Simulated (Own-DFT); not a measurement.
# Energy and forces against displacement in 3C SiC, 64 atoms (C32Si32)

Calculated results; nothing here was measured. The program, named Own-DFT, is a retired in-house plane-wave density functional code that no person has reviewed. Each row is one single-point run on a periodic cell that was not relaxed, without spin or spin-orbit coupling.

Settings of every run: PBE; PseudoDojo norm-conserving scalar-relativistic files; cutoff 42 hartree; 4 x 4 x 4 k mesh centred on Gamma; Fermi-Dirac smearing of 0.1 eV.

Known limits, some of them of some rows only: some atoms lie very close together; forces on such cells passed a denser k mesh, each cell not checked; stress not checked against mesh or cutoff.

Cell vectors in Å: (8.719, 0.000, 0.000); (0.000, 8.719, 0.000); (0.000, 0.000, 8.719). In each run every atom was moved at random and independently from its ideal site; u is the rms move along one axis. E is the free energy for each atom above the fitted value at u = 0, and F the rms of the force components.

| run | u (Å) | E (meV/atom) | F (eV/Å) | largest force (eV/Å) | P (GPa) |
|---|---|---|---|---|---|
| 1 | 0.0316 | 42.3 | 0.984 | 3.34 | 3.91 |
| 2 | 0.0328 | 40.5 | 0.948 | 4.24 | 3.95 |
| 3 | 0.0563 | 115.4 | 1.660 | 6.60 | 5.63 |
| 4 | 0.0589 | 125.2 | 1.658 | 5.87 | 5.77 |
| 5 | 0.1085 | 499.0 | 3.980 | 20.05 | 15.39 |
| 6 | 0.1094 | ? | ? | ? | ? |
| 7 | 0.1096 | 463.1 | 4.144 | 24.41 | 13.91 |
| 8 | 0.1480 | 727.6 | 4.302 | 21.22 | 18.12 |

## Worked fit

For small independent moves the energy grows as E = (3/2) K u², with K the mean stiffness felt by one atom. The runs with u up to 0.11 Å give K = 25.9 ± 1.2 eV/Å², with residuals divided by u² + 0.0006 Å², since the noise grows with the moves. The scatter is 7.9 meV/atom at u = 0.05 Å. The forces follow F = G u with G = 32.2 eV/Å²; no force at u = 0 is resolved. G exceeds K because the moves of its neighbours add to the force on an atom, and stiffness differs between atoms. At u = 0.148 Å the parabola gives 851 meV/atom and the run 728. The pressure follows P = 2.67 + 1001 u² GPa: at fixed volume, shortened bonds push harder than stretched ones pull.

## Withheld run

Question: what energy and rms force should run 6 give?

The fit gives 465 ± 39 meV/atom and about 3.52 eV/Å. The calculation gave 401.7 meV/atom and 3.531 eV/Å.
